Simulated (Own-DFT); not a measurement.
# A layer strained by its substrate: wurtzite AlGaN with randomly placed atoms, 128 atoms (Al48Ga16N64)

No measurement is shown. These are fixed-geometry runs of a retired plane-wave code named Own-DFT, which no person has reviewed; spin and spin-orbit coupling are neglected.

Settings: PBE; PseudoDojo norm-conserving scalar-relativistic files (stringent for Ga); cutoff 96 hartree; 3 x 3 x 3 k mesh centred on Gamma; Gaussian smearing of 0.01 eV.

Keep in mind: k mesh not checked against a denser one; stress not checked against mesh or cutoff.

Unstrained cell vectors in Å: (12.525, 0.000, 0.000); (-6.262, 10.847, 0.000); (0.000, 0.000, 10.066). The unstrained cell has measured lattice constants (interpolated for alloys), not those of this functional. That, the random moves and any unrelaxed bonds set the pressure at no strain. Each run strains x and y alike by e, as a substrate would, and holds the height along z. All atoms carry random offsets, Gaussian with a width of 0.05 Å per axis. The random placing of the alloy's atoms differs from row to row. Stress is positive in tension.

| e (%) | u (Å) | (s_xx + s_yy)/2 (GPa) | s_zz (GPa) |
|---|---|---|---|
| -2.50 | 0.048 | -22.01 | -10.76 |
| -2.25 | 0.049 | -21.11 | -8.92 |
| -2.00 | 0.048 | -18.44 | -10.75 |
| -1.75 | 0.050 | -16.81 | -10.45 |
| -1.00 | 0.047 | -12.06 | -7.34 |
| -0.75 | 0.051 | ? | ? |
| 0.25 | 0.050 | -4.73 | -6.47 |
| 1.75 | 0.049 | 2.41 | -3.41 |
| 2.00 | 0.049 | 4.04 | -3.55 |
| 2.50 | 0.051 | 5.74 | -2.31 |

## What the rows give

With e as a fraction, the in-plane stress is -6.1 + 561 e - 3438 e² GPa (errors 6 and 580, scatter 0.35), and s_zz is -6.6 + 165 e GPa (slope ± 14, scatter 0.81). At e = 0 the first slope is C11 + C12 and the second 2 C13, both with the ions held to the strained lattice and at the cell's own pressure. The term in e² is negative: the layer stiffens under compression and softens under tension. A free layer would change its height as e changes, and the in-plane slope would drop by 2 C13²/C33 to the biaxial modulus. At fixed height, a misfit of 1 % moves the in-plane stress by about 5.6 GPa and s_zz by 1.6 GPa.

## Check

Question: what are the two stresses at e = -0.75 %?

From the fit: -10.5 and -7.8 GPa. The calculation gave -10.72 and -8.24 GPa.
